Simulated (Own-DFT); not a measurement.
# Shaking the atoms of diamond germanium, 16 atoms (Ge16)

Calculated results; nothing here was measured. They come from Own-DFT, an in-house plane-wave density functional program, since retired, whose code no person has reviewed. Each row is one single-point run on a periodic cell that was not relaxed, without spin or spin-orbit coupling.

Settings of every run: PBE; PseudoDojo norm-conserving scalar-relativistic files; cutoff 42 hartree; 5 x 5 x 5 k mesh centred on Gamma; Fermi-Dirac smearing of 0.1 eV.

Known limits: k mesh not checked against a denser one; stress not checked against mesh or cutoff.

Cell vectors in Å: (0.000, 5.658, 5.658); (5.658, 0.000, 5.658); (5.658, 5.658, 0.000). In each run every atom was moved at random and independently from its ideal site; u is the rms move along one axis. E is the free energy for each atom above the fitted value at u = 0, and F the rms of the force components.

```
run,u (Å),E (meV/atom),F (eV/Å),largest force (eV/Å),P (GPa)
1,0.0178,7.0,0.271,0.78,3.87
2,0.0186,?,?,?,?
3,0.0432,31.9,0.621,2.02,4.19
4,0.0450,33.1,0.595,1.87,4.16
5,0.0839,137.3,1.351,3.92,5.63
6,0.1036,226.0,1.893,7.23,6.49
7,0.1239,244.0,1.694,5.81,6.75
```

## Worked fit

For small independent moves the energy grows as E = (3/2) K u², with K the mean stiffness felt by one atom. The runs with u up to 0.11 Å give K = 12.7 ± 0.9 eV/Å², with residuals divided by u² + 0.0006 Å², since the noise grows with the moves. The scatter is 6.1 meV/atom at u = 0.05 Å. The forces follow F = G u with G = 15.5 eV/Å²; no force at u = 0 is resolved. G exceeds K because the moves of its neighbours add to the force on an atom, and stiffness differs between atoms. The pressure follows P = 3.72 + 261 u² GPa: at fixed volume, shortened bonds push harder than stretched ones pull.

## Withheld run

Question: what energy and rms force should run 2 give?

The fit gives 7 ± 2 meV/atom and about 0.29 eV/Å. The calculation gave 7.7 meV/atom and 0.278 eV/Å.
